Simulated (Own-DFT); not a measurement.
# Computed records: SiC (4H silicon carbide, atoms displaced)

All values are calculated (Own-DFT development build). A calculation, not a measurement: plane-wave PBE density functional theory by an unreviewed code, no spin, of a simulated periodic cell, stress positive in tension, free energy of the whole cell less one offset for each atom, forces on such cells passed a denser k mesh, this cell's mesh not checked; offsets are fitted by least squares, one for each functional and potential file, so energies compare only between cells with the same atoms and settings and are not formation energies; the far tail of each file's local potential was reset to the Coulomb form; each entry is a single point on an unrelaxed cell, so the pressure reflects the starting lattice, mostly measured values (interpolated for alloys), from which strain is counted, and rises with the displacements; printed positions are rounded, which can move forces by about a meV/angstrom; the program, named Own-DFT, is a retired in-house code; no spin-orbit coupling.

Common to all runs: functional PBE; potential files PseudoDojo norm-conserving, scalar-relativistic, standard set; wave cutoff 42 hartree; occupations Fermi-Dirac; smearing width 0.1 eV; hardware one NVIDIA H100; k mesh 4 x 4 x 3 centred on Gamma.

(1) 
```cif
# cell vector a (Å): 9.2481 0.0000 0.0000
# cell vector b (Å): -4.6241 8.0091 0.0000
# cell vector c (Å): 0.0000 0.0000 10.0681
data_SiC
_symmetry_space_group_name_H-M 'P 1'
_symmetry_Int_Tables_number 1
_cell_length_a 9.2481
_cell_length_b 9.2481
_cell_length_c 10.0681
_cell_angle_alpha 90.000
_cell_angle_beta 90.000
_cell_angle_gamma 120.000
_cell_volume 745.73
loop_
_atom_site_label
_atom_site_type_symbol
_atom_site_fract_x
_atom_site_fract_y
_atom_site_fract_z
_atom_site_occupancy
Si1 Si 0.01796 0.02351 0.40737 1
Si2 Si 0.11173 0.23802 0.13158 1
C1 C 0.03139 0.02346 0.10391 1
C2 C 0.12588 0.23683 0.35432 1
Si3 Si 0.00862 0.33400 0.40815 1
Si4 Si 0.10721 0.56065 0.16265 1
C3 C 0.00415 0.32961 0.11623 1
C4 C 0.13283 0.55789 0.32308 1
Si5 Si 0.99973 0.69123 0.40413 1
Si6 Si 0.09166 0.89695 0.14345 1
C5 C 0.00674 0.68235 0.08984 1
C6 C 0.08127 0.86769 0.33670 1
Si7 Si 0.33915 0.00658 0.41394 1
Si8 Si 0.43506 0.21273 0.15732 1
C7 C 0.33454 0.99954 0.09047 1
C8 C 0.45631 0.22639 0.36010 1
Si9 Si 0.33949 0.32337 0.41467 1
Si10 Si 0.45143 0.55551 0.14071 1
C9 C 0.33337 0.32106 0.09366 1
C10 C 0.42812 0.55974 0.33534 1
Si11 Si 0.33538 0.65317 0.40974 1
Si12 Si 0.43208 0.87992 0.16728 1
C11 C 0.34673 0.66995 0.10011 1
C12 C 0.43842 0.88590 0.33008 1
Si13 Si 0.66522 0.99015 0.40637 1
Si14 Si 0.77184 0.20562 0.15543 1
C13 C 0.67066 0.01212 0.10704 1
C14 C 0.77089 0.22415 0.33137 1
Si15 Si 0.66563 0.34064 0.41198 1
Si16 Si 0.77855 0.55298 0.14869 1
C15 C 0.67245 0.32339 0.08830 1
C16 C 0.78420 0.55320 0.34077 1
Si17 Si 0.66987 0.65936 0.39643 1
Si18 Si 0.76559 0.87278 0.14939 1
C17 C 0.66596 0.65935 0.09726 1
C18 C 0.77951 0.88267 0.32153 1
Si19 Si 0.00635 0.00037 0.93265 1
Si20 Si 0.88327 0.77809 0.63840 1
C19 C 0.00954 0.00049 0.59102 1
C20 C 0.87874 0.77331 0.84106 1
Si21 Si 0.00907 0.69276 0.91279 1
Si22 Si 0.90256 0.45048 0.63717 1
C21 C 0.00171 0.67376 0.61556 1
C22 C 0.87456 0.44861 0.84449 1
Si23 Si 0.96813 0.32549 0.90219 1
Si24 Si 0.85511 0.09211 0.66126 1
C23 C 0.00295 0.33444 0.58084 1
C24 C 0.87281 0.11494 0.85021 1
Si25 Si 0.65255 0.98721 0.89988 1
Si26 Si 0.55619 0.77554 0.66521 1
C25 C 0.67804 0.00685 0.60300 1
C26 C 0.56113 0.76343 0.84169 1
Si27 Si 0.67594 0.67416 0.89491 1
Si28 Si 0.54275 0.43835 0.66952 1
C27 C 0.66774 0.69073 0.59716 1
C28 C 0.53959 0.44082 0.84473 1
Si29 Si 0.67136 0.32791 0.90675 1
Si30 Si 0.55957 0.12746 0.65366 1
C29 C 0.67506 0.32487 0.58972 1
C30 C 0.55169 0.09997 0.85780 1
Si31 Si 0.34088 0.00257 0.90426 1
Si32 Si 0.21047 0.78368 0.65611 1
C31 C 0.32838 0.97820 0.58967 1
C32 C 0.20443 0.76042 0.83341 1
Si33 Si 0.32107 0.65870 0.90792 1
Si34 Si 0.22138 0.43599 0.65888 1
C33 C 0.33965 0.67644 0.61858 1
C34 C 0.20682 0.44941 0.84575 1
Si35 Si 0.33698 0.34519 0.90361 1
Si36 Si 0.23625 0.11499 0.66351 1
C35 C 0.34544 0.35342 0.58483 1
C36 C 0.19777 0.09970 0.84648 1
_calc_free_energy_of_cell_above_offsets '14.564'  # eV
_calc_pressure 12.61  # GPa
_calc_stress_xx -13.22  # GPa
_calc_stress_yy -11.69  # GPa
_calc_stress_zz -12.9  # GPa
_calc_stress_yz 0.77  # GPa
_calc_stress_xz -0.56  # GPa
_calc_stress_xy 0.01  # GPa
_calc_wall_time 346.4  # s
```

Force:
```tsv
element	x (eV/Å)	y (eV/Å)	z (eV/Å)
Si	-1.213	-3.183	-1.095
Si	5.831	-1.388	5.047
C	-7.924	1.133	-1.99
C	0.624	-1.323	-2.13
Si	-1.756	0.733	-4.103
Si	1.221	-0.07	-5.175
C	-6.844	3.373	-4.505
C	-2.469	-0.385	8.778
Si	2.566	-9.084	3.285
Si	8.978	-3.957	5.043
C	-0.632	-1.818	0.888
C	1.357	11.02	-2.754
Si	0.186	-2.585	-3.107
Si	2.481	0.494	0.422
C	-1.057	-1.3	0.822
C	-2.191	-1.389	-2.576
Si	-2.162	2.822	-3.657
Si	-1.683	-1.7	3.227
C	-0.85	2.874	-1.355
C	7.531	-3.147	-0.733
Si	-3.806	3.858	1.426
Si	1.106	1.726	-5.839
C	-2.572	-0.736	-3.113
C	0.129	0.352	8.746
Si	-0.322	1.114	-1.855
Si	0.417	6.173	1.455
C	0.266	-8.456	-4.62
C	1.13	-0.364	4.518
Si	3.509	-0.756	-2.009
Si	1.07	-1.115	0.581
C	-1.863	1.314	1.188
C	-0.87	-0.161	0.343
Si	-2.602	1.625	0.381
Si	-0.733	3.356	-0.369
C	1.034	0.212	-3.003
C	-0.064	0.773	5.509
Si	-3.524	-0.795	-5.474
Si	0.33	1.721	3.248
C	-1.235	0.866	0.607
C	2.464	2.889	0.061
Si	-1.093	-3.729	-2.368
Si	-1.017	-0.977	3.341
C	-1.958	-1.455	-5.119
C	2.003	1.224	-1.308
Si	2.354	2.378	1.445
Si	11.85	6.623	3.142
C	0.251	-0.386	3.729
C	1.647	-2.194	-0.608
Si	1.885	-0.352	3.015
Si	-2	1.943	-0.913
C	-10.01	-5.51	-5
C	-4.063	2.02	1.615
Si	-0.394	-3.315	2.874
Si	2.243	2.279	-2.875
C	2.801	-4.465	-2.792
C	3.51	0.67	0.611
Si	-2.664	-0.244	0.351
Si	1.252	-5.091	1.681
C	-1.917	3.983	0.727
C	-0.87	2.337	-3.964
Si	-3.181	-1.859	0.853
Si	3.914	-2.809	1.449
C	-0.087	6.038	1.069
C	1.874	3.411	2.818
Si	0.709	1.68	0.248
Si	-2.013	2.138	0.006
C	-1.37	-1.951	-3.711
C	1.154	-3.084	0.237
Si	-3.033	-3.021	1.338
Si	-2.514	-1.061	-1.222
C	0.558	-2.626	3.957
C	4.316	2.692	-0.742
```

(2) 
```cif
# cell vector a (Å): 9.2481 0.0000 0.0000
# cell vector b (Å): -4.6241 8.0091 0.0000
# cell vector c (Å): 0.0000 0.0000 10.0681
data_SiC
_symmetry_space_group_name_H-M 'P 1'
_symmetry_Int_Tables_number 1
_cell_length_a 9.2481
_cell_length_b 9.2481
_cell_length_c 10.0681
_cell_angle_alpha 90.000
_cell_angle_beta 90.000
_cell_angle_gamma 120.000
_cell_volume 745.73
loop_
_atom_site_label
_atom_site_type_symbol
_atom_site_fract_x
_atom_site_fract_y
_atom_site_fract_z
_atom_site_occupancy
Si1 Si 0.01047 0.00827 0.39359 1
Si2 Si 0.11535 0.21517 0.14404 1
C1 C 0.00487 0.99487 0.09606 1
C2 C 0.11318 0.22890 0.34325 1
Si3 Si 0.01175 0.34654 0.41050 1
Si4 Si 0.12518 0.55508 0.14758 1
C3 C 0.99880 0.34482 0.08169 1
C4 C 0.10830 0.57071 0.33169 1
Si5 Si 0.01583 0.68558 0.39466 1
Si6 Si 0.13485 0.89225 0.15574 1
C5 C 0.01949 0.66891 0.09368 1
C6 C 0.10046 0.89974 0.35069 1
Si7 Si 0.33095 0.00004 0.40629 1
Si8 Si 0.45650 0.23297 0.16167 1
C7 C 0.35112 0.01151 0.10388 1
C8 C 0.44698 0.22822 0.34283 1
Si9 Si 0.31311 0.31157 0.40795 1
Si10 Si 0.43042 0.54748 0.15875 1
C9 C 0.33551 0.33059 0.09824 1
C10 C 0.46393 0.55497 0.35068 1
Si11 Si 0.30512 0.63154 0.40688 1
Si12 Si 0.43440 0.89227 0.14561 1
C11 C 0.31453 0.64801 0.10353 1
C12 C 0.44613 0.90511 0.34331 1
Si13 Si 0.68228 0.00931 0.41297 1
Si14 Si 0.76386 0.19598 0.15534 1
C13 C 0.65897 0.98964 0.09470 1
C14 C 0.77960 0.21291 0.33448 1
Si15 Si 0.68146 0.33694 0.39865 1
Si16 Si 0.78211 0.53513 0.16339 1
C15 C 0.66186 0.33365 0.09490 1
C16 C 0.78399 0.56516 0.33396 1
Si17 Si 0.66400 0.66171 0.39583 1
Si18 Si 0.79357 0.91555 0.14502 1
C17 C 0.67237 0.66406 0.08563 1
C18 C 0.78825 0.90790 0.33011 1
Si19 Si 0.98461 0.00526 0.89456 1
Si20 Si 0.90251 0.79222 0.65789 1
C19 C 0.00364 0.01081 0.58296 1
C20 C 0.90884 0.77574 0.85384 1
Si21 Si 0.01058 0.66471 0.92068 1
Si22 Si 0.89513 0.43045 0.65108 1
C21 C 0.00010 0.67137 0.59906 1
C22 C 0.89906 0.44843 0.85762 1
Si23 Si 0.01183 0.34201 0.90750 1
Si24 Si 0.87244 0.08932 0.66782 1
C23 C 0.00705 0.33265 0.59191 1
C24 C 0.88540 0.10411 0.83921 1
Si25 Si 0.68429 0.00581 0.90992 1
Si26 Si 0.56811 0.80139 0.65642 1
C25 C 0.66891 0.00357 0.59666 1
C26 C 0.56015 0.76783 0.84226 1
Si27 Si 0.67130 0.69235 0.90210 1
Si28 Si 0.56224 0.44438 0.65262 1
C27 C 0.68356 0.68633 0.57067 1
C28 C 0.55476 0.43684 0.83177 1
Si29 Si 0.67808 0.33065 0.90697 1
Si30 Si 0.54609 0.11135 0.65591 1
C29 C 0.66765 0.34350 0.58694 1
C30 C 0.57199 0.11322 0.83150 1
Si31 Si 0.33452 0.00216 0.90027 1
Si32 Si 0.22591 0.76788 0.65196 1
C31 C 0.33595 0.01317 0.59684 1
C32 C 0.22073 0.77418 0.83956 1
Si33 Si 0.32792 0.65715 0.90950 1
Si34 Si 0.21460 0.42535 0.65353 1
C33 C 0.34444 0.65539 0.58332 1
C34 C 0.22340 0.42919 0.84993 1
Si35 Si 0.33181 0.34699 0.91669 1
Si36 Si 0.23261 0.10538 0.64698 1
C35 C 0.32287 0.33212 0.60238 1
C36 C 0.23778 0.13784 0.85364 1
_calc_free_energy_of_cell_above_offsets '8.482'  # eV
_calc_pressure 9.63  # GPa
_calc_stress_xx -14.16  # GPa
_calc_stress_yy -6.02  # GPa
_calc_stress_zz -8.71  # GPa
_calc_stress_yz -0.56  # GPa
_calc_stress_xz -0.44  # GPa
_calc_stress_xy 2.11  # GPa
_calc_wall_time 366.6  # s
```

Force:
```tsv
element	x (eV/Å)	y (eV/Å)	z (eV/Å)
Si	-6.205	1.294	2.351
Si	-1.51	1.204	1.648
C	0.696	1.323	-2.128
C	-1.312	-0.072	-2.057
Si	-1.401	-1.735	-2.385
Si	-7.943	-3.389	2.789
C	1.17	-3.84	2.99
C	1.399	-3.08	0.776
Si	-3.138	-1.734	2.916
Si	-3.481	-0.42	0.345
C	-1.028	0.01	2.45
C	6.595	-1.376	-3.087
Si	0.239	1.307	-0.116
Si	-1.529	-0.788	-0.107
C	-2.831	1.055	-3.549
C	0.34	-0.831	1.195
Si	3.586	4.203	1.224
Si	4.014	1.317	1.05
C	-0.221	0.437	-0.211
C	-7.207	-3.592	-2.637
Si	4.301	4.752	-0.96
Si	4.009	-2.875	4.154
C	7.148	6.003	-4.184
C	1.62	-2.359	-0.207
Si	-1.539	-2.228	-1.96
Si	-0.087	4.81	-0.542
C	-0.826	0.235	-2.651
C	0.246	2.678	2.292
Si	-1.776	0.177	0.49
Si	-1.208	4.57	-3.491
C	2.616	-2.126	-0.904
C	1.619	-1.062	2.598
Si	3.094	4.343	-0.035
Si	1.033	-5.643	2.591
C	-1.086	0.645	1.129
C	0.176	-1.498	1.312
Si	8.219	-2.189	3.067
Si	-0.569	-1.604	-0.821
C	0.83	-0.782	1.778
C	-3.67	2.017	-2.035
Si	-0.811	0.437	-3.043
Si	-3.189	3.269	1.602
C	2.075	-1.048	-1.99
C	0.304	-0.865	-2.655
Si	-1.043	-1.174	-1.141
Si	2.226	2.81	-4.521
C	-1.255	-1.793	0.413
C	-1.527	3.205	1.369
Si	-3.999	-1.877	-0.843
Si	0.957	-6.089	-1.367
C	-1.733	2.184	-0.798
C	-6.345	4.229	-1.749
Si	7.936	-6.477	2.459
Si	-2.478	2.243	-0.545
C	-0.255	-0.621	4.966
C	0.321	1.394	2.824
Si	-2.579	0.948	-0.849
Si	2.148	1.993	-1.482
C	2.911	-2.353	-0.361
C	-0.837	-0.774	3.457
Si	-0.034	1.209	0.461
Si	-0.649	0.257	-0.3
C	3.901	-4.661	-2.268
C	1.619	0.436	1.073
Si	0.467	0.589	-0.737
Si	-0.075	3.433	2.214
C	-2.258	0.712	3.063
C	-4.011	3.769	-2.534
Si	6.383	-1.767	-0.709
Si	-6.496	3.798	3.907
C	4.492	-2.006	-3.146
C	-0.55	-4.569	-1.85
```

(3) 
```cif
# cell vector a (Å): 9.2481 0.0000 0.0000
# cell vector b (Å): -4.6241 8.0091 0.0000
# cell vector c (Å): 0.0000 0.0000 10.0681
data_SiC
_symmetry_space_group_name_H-M 'P 1'
_symmetry_Int_Tables_number 1
_cell_length_a 9.2481
_cell_length_b 9.2481
_cell_length_c 10.0681
_cell_angle_alpha 90.000
_cell_angle_beta 90.000
_cell_angle_gamma 120.000
_cell_volume 745.73
loop_
_atom_site_label
_atom_site_type_symbol
_atom_site_fract_x
_atom_site_fract_y
_atom_site_fract_z
_atom_site_occupancy
Si1 Si 0.00198 0.00986 0.41075 1
Si2 Si 0.13514 0.24945 0.14766 1
C1 C 0.98971 0.99597 0.08867 1
C2 C 0.09183 0.20739 0.33362 1
Si3 Si 0.01295 0.34241 0.39649 1
Si4 Si 0.10905 0.57300 0.14801 1
C3 C 0.02748 0.33298 0.08864 1
C4 C 0.12943 0.56762 0.34494 1
Si5 Si 0.99254 0.66531 0.41619 1
Si6 Si 0.09905 0.89547 0.15179 1
C5 C 0.01290 0.68829 0.09070 1
C6 C 0.08785 0.87999 0.34447 1
Si7 Si 0.34000 0.98632 0.38008 1
Si8 Si 0.45033 0.23651 0.16186 1
C7 C 0.32957 0.99983 0.08358 1
C8 C 0.43540 0.21266 0.35565 1
Si9 Si 0.32923 0.32397 0.39561 1
Si10 Si 0.45655 0.57507 0.12976 1
C9 C 0.35116 0.35054 0.09822 1
C10 C 0.44828 0.54366 0.33586 1
Si11 Si 0.35844 0.67250 0.40869 1
Si12 Si 0.46013 0.89400 0.14201 1
C11 C 0.33691 0.67403 0.08935 1
C12 C 0.43604 0.88135 0.34083 1
Si13 Si 0.66896 0.99072 0.40250 1
Si14 Si 0.79350 0.22854 0.14831 1
C13 C 0.66891 0.01634 0.08068 1
C14 C 0.76785 0.20057 0.35453 1
Si15 Si 0.66340 0.32890 0.39931 1
Si16 Si 0.79080 0.55442 0.16154 1
C15 C 0.67895 0.34584 0.07526 1
C16 C 0.76006 0.55101 0.34304 1
Si17 Si 0.67759 0.66906 0.41306 1
Si18 Si 0.75948 0.88615 0.18107 1
C17 C 0.67609 0.67521 0.08501 1
C18 C 0.76474 0.88306 0.35775 1
Si19 Si 0.00704 0.00164 0.89365 1
Si20 Si 0.88493 0.78506 0.66307 1
C19 C 0.99394 0.99790 0.58068 1
C20 C 0.88255 0.78420 0.87124 1
Si21 Si 0.99814 0.67235 0.89814 1
Si22 Si 0.88669 0.43208 0.66754 1
C21 C 0.99558 0.65645 0.59371 1
C22 C 0.89532 0.45482 0.84478 1
Si23 Si 0.00533 0.32718 0.90333 1
Si24 Si 0.91260 0.11321 0.66832 1
C23 C 0.99935 0.33772 0.59450 1
C24 C 0.89605 0.11327 0.84278 1
Si25 Si 0.68156 0.01855 0.91100 1
Si26 Si 0.55562 0.77678 0.65982 1
C25 C 0.66736 0.01341 0.59032 1
C26 C 0.56178 0.80259 0.84970 1
Si27 Si 0.66486 0.65352 0.90041 1
Si28 Si 0.55565 0.42558 0.64613 1
C27 C 0.65113 0.65729 0.58816 1
C28 C 0.55878 0.44906 0.85926 1
Si29 Si 0.65234 0.31866 0.91466 1
Si30 Si 0.57568 0.10698 0.65422 1
C29 C 0.67908 0.32828 0.60166 1
C30 C 0.57552 0.13337 0.84301 1
Si31 Si 0.32407 0.99346 0.91118 1
Si32 Si 0.20285 0.78049 0.66298 1
C31 C 0.35112 0.00459 0.58719 1
C32 C 0.22088 0.78069 0.84222 1
Si33 Si 0.32196 0.66004 0.90082 1
Si34 Si 0.20818 0.43924 0.65487 1
C33 C 0.32768 0.66012 0.59201 1
C34 C 0.21341 0.44778 0.83899 1
Si35 Si 0.33340 0.35330 0.90576 1
Si36 Si 0.21277 0.10673 0.64277 1
C35 C 0.33737 0.33431 0.58262 1
C36 C 0.21986 0.09186 0.85536 1
_calc_pressure ?
```

To be estimated
1. Estimate the pressure of SiC (4H silicon carbide, atoms displaced) (entry 3).
2. Give the table of force values for SiC (4H silicon carbide, atoms displaced) (entry 3).

## Answers
1. 8.98 GPa
2. 
Force:
```tsv
element	x (eV/Å)	y (eV/Å)	z (eV/Å)
Si	-0.281	-2.356	-3.834
Si	2.608	-6.054	2.569
C	-0.672	2.387	0.589
C	2.065	3.147	0.272
Si	-1.719	-0.681	1.529
Si	3.208	-1.052	1.861
C	-7.319	3.512	-1.588
C	-2.063	-0.773	-0.869
Si	1.274	-0.519	-2.346
Si	1.141	1.206	1.152
C	-0.938	-3.201	-0.727
C	1.981	1.042	-0.491
Si	-5.675	1.558	4.8
Si	1.445	-1.651	-1.295
C	0.47	1.018	4.503
C	1.751	0.105	-3.242
Si	-1.732	1.127	0.948
Si	0.994	-1.148	4.295
C	-0.878	-0.31	-1.925
C	-0.29	2.138	-0.185
Si	-1.917	-2.375	-0.438
Si	-3.338	0.124	1.279
C	-0.886	-0.181	-1.376
C	5.762	-0.711	-2.875
Si	-4.363	0.804	3.249
Si	-0.513	0.246	1.285
C	1.748	-0.698	4.523
C	0.347	5.048	-3.538
Si	0.774	-0.838	2.231
Si	-2.197	1.618	-2.286
C	0.929	-0.373	8.885
C	4.178	-0.928	0.045
Si	-3.483	-1.571	-1.414
Si	2.689	0.644	-5.906
C	0.067	-0.098	1.971
C	3.343	-0.639	-0.741
Si	-1.679	0.214	4.697
Si	0.252	-2.484	-0.631
C	0.779	-0.255	4.385
C	1.505	-1.107	-5.447
Si	0.573	-0.065	1.813
Si	-0.172	1.992	-1.505
C	-2.143	0.644	1.961
C	0.029	-2.093	1.692
Si	-2.123	1.663	0.735
Si	-4.566	1.065	-3.872
C	1.046	-2.046	-0.759
C	0.643	-0.032	0.731
Si	-0.846	-1.211	-3.517
Si	-1.843	0.89	-0.142
C	7.283	-5.027	-1.403
C	0.664	-3.71	-1.212
Si	-2.304	5.244	2.086
Si	-1.03	1.646	1.725
C	2.178	0.516	2.85
C	-0.82	-3.756	-3.725
Si	0.539	5.299	-4.872
Si	-6.839	2.6	2.453
C	-1.758	0.109	-2.366
C	-0.391	-6.083	-1.287
Si	3.491	0.396	-1.972
Si	4.167	0.936	-2.835
C	-2.397	-1.194	0.08
C	-0.487	-0.581	0.705
Si	0.997	3.278	0.141
Si	2.856	1.833	-1.595
C	0.004	1.108	1.343
C	1.899	-0.462	-0.076
Si	2.071	-2.869	0.282
Si	3.942	0.476	0.986
C	-1.658	-1.116	1.535
C	-2.377	4.617	-3.891
```

Further results for SiC (4H silicon carbide, atoms displaced) (entry 3):

* free energy of cell above offsets: 7.814 eV
* stress xx: -7.7 GPa
* stress yy: -9.67 GPa
* stress zz: -9.56 GPa
* stress yz: -1.37 GPa
* stress xz: 0.75 GPa
* stress xy: 3.03 GPa
* wall time: 358.7 s
